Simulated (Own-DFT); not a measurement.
# Point defects and the pressure they add: hexagonal WC

No measurement is shown. These are fixed-geometry runs of a retired plane-wave code named Own-DFT, which no person has reviewed; spin and spin-orbit coupling are neglected.

Method: PBE; PseudoDojo norm-conserving scalar-relativistic files; cutoff 50 hartree; 4 x 4 x 4 k mesh centred on Gamma; cold (Marzari-Vanderbilt) smearing of 0.2 eV.

Caveats: forces on such cells moved up to 12 meV/angstrom on a denser k mesh; stress not checked against mesh or cutoff.

All runs share one cell, with vectors in Å (5.833, -5.052, -2.839); (0.000, -5.052, 8.518); (-5.833, -5.052, -2.839) and a volume of 669.4 Å³. Atoms were moved at random from their sites; u is the rms move along one axis. The defect's site can differ from row to row.

```
cell,formula,u (Å),P (GPa)
no defect,C32W32,0.0203,3.31
no defect,C32W32,0.0489,6.23
no defect,C32W32,0.0519,6.62
one C vacancy,C31W32,0.0312,3.72
one C vacancy,C31W32,0.0486,5.65
one C vacancy,C31W32,0.0519,6.25
one W vacancy,C32W31,0.0297,?
one W vacancy,C32W31,0.0340,2.20
one W vacancy,C32W31,0.0506,4.16
one W vacancy,C32W31,0.0523,4.46
one C on a W site,C33W31,0.0292,2.74
one C on a W site,C33W31,0.0302,2.72
one C on a W site,C33W31,0.0455,4.42
```

## Fit

P = P0 + c u² + a shift for each defect gives P0 = 2.75 GPa, c = 1442 ± 19 GPa/Å² and a scatter of 0.05 GPa. The shifts, and each times the cell's volume:

- one C vacancy: -0.44 ± 0.04 GPa, -1.8 eV
- one C on a W site: -1.30 ± 0.04 GPa, -5.4 eV
- one W vacancy: -2.24 ± 0.04 GPa, -9.4 eV

Against the defect-free cell, a freed cell would be larger where the shift is positive and smaller where it is negative (160.2 GPa Å³ is 1 eV). The atoms around the defects weren't relaxed, which would change these numbers.

## The run left out

Asked: what pressure belongs in the blank (one W vacancy, u = 0.0297 Å)?

The fit gives 1.78 ± 0.06 GPa. The hidden result is 2.16 GPa. This run lies off the fit, by chance or by something that the fit leaves out.
